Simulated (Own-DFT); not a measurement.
# Stretching a layer in its plane: wurtzite AlGaN with randomly placed atoms, 72 atoms (Al27Ga9N36)

No measurement is shown. These are fixed-geometry runs of a retired plane-wave code named Own-DFT, which no person has reviewed; spin and spin-orbit coupling are neglected.

Settings: PBE; PseudoDojo norm-conserving scalar-relativistic files; cutoff 42 hartree; 4 x 4 x 3 k mesh centred on Gamma; Fermi-Dirac smearing of 0.1 eV.

Keep in mind: forces on such cells passed a denser k mesh, each cell not checked; stress not checked against mesh or cutoff.

Unstrained cell vectors in Å: (9.394, 0.000, 0.000); (-4.697, 8.135, 0.000); (0.000, 0.000, 10.066). The unstrained cell has measured lattice constants (interpolated for alloys), not those of this functional. That, the random moves and any unrelaxed bonds set the pressure at no strain. Each run strains x and y alike by e, as a substrate would, and holds the height along z. All atoms carry random offsets, Gaussian with a width of 0.05 Å per axis. The random placing of the alloy's atoms differs from row to row. Stress is positive in tension.

| e (%) | u (Å) | (s_xx + s_yy)/2 (GPa) | s_zz (GPa) |
|---|---|---|---|
| -3.00 | 0.053 | -28.90 | -9.32 |
| -2.75 | 0.044 | -24.39 | -10.29 |
| -2.25 | 0.047 | -21.85 | -9.05 |
| -2.00 | 0.051 | -19.21 | -10.58 |
| -1.75 | 0.047 | ? | ? |
| -0.75 | 0.046 | -10.62 | -6.67 |
| 0.75 | 0.049 | -1.85 | -7.07 |
| 1.25 | 0.051 | 0.15 | -4.00 |
| 2.75 | 0.052 | 6.19 | -1.71 |
| 3.00 | 0.052 | 8.16 | -3.03 |

## Working it out

With e as a fraction, the in-plane stress is -6.1 + 587 e - 4486 e² GPa (errors 12 and 826, scatter 0.81), and s_zz is -6.4 + 132 e GPa (slope ± 17, scatter 1.13). At e = 0 the first slope is C11 + C12 and the second 2 C13, both with the ions held to the strained lattice and at the cell's own pressure. The term in e² is negative: the layer stiffens under compression and softens under tension. A free layer would change its height as e changes, and the in-plane slope would drop by 2 C13²/C33 to the biaxial modulus. At fixed height, a misfit of 1 % moves the in-plane stress by about 5.9 GPa and s_zz by 1.3 GPa.

## The run left out

Question: what are the two stresses at e = -1.75 %?

The fitted form gives -17.7 and -8.7 GPa. Computed: -17.29 and -9.59 GPa.
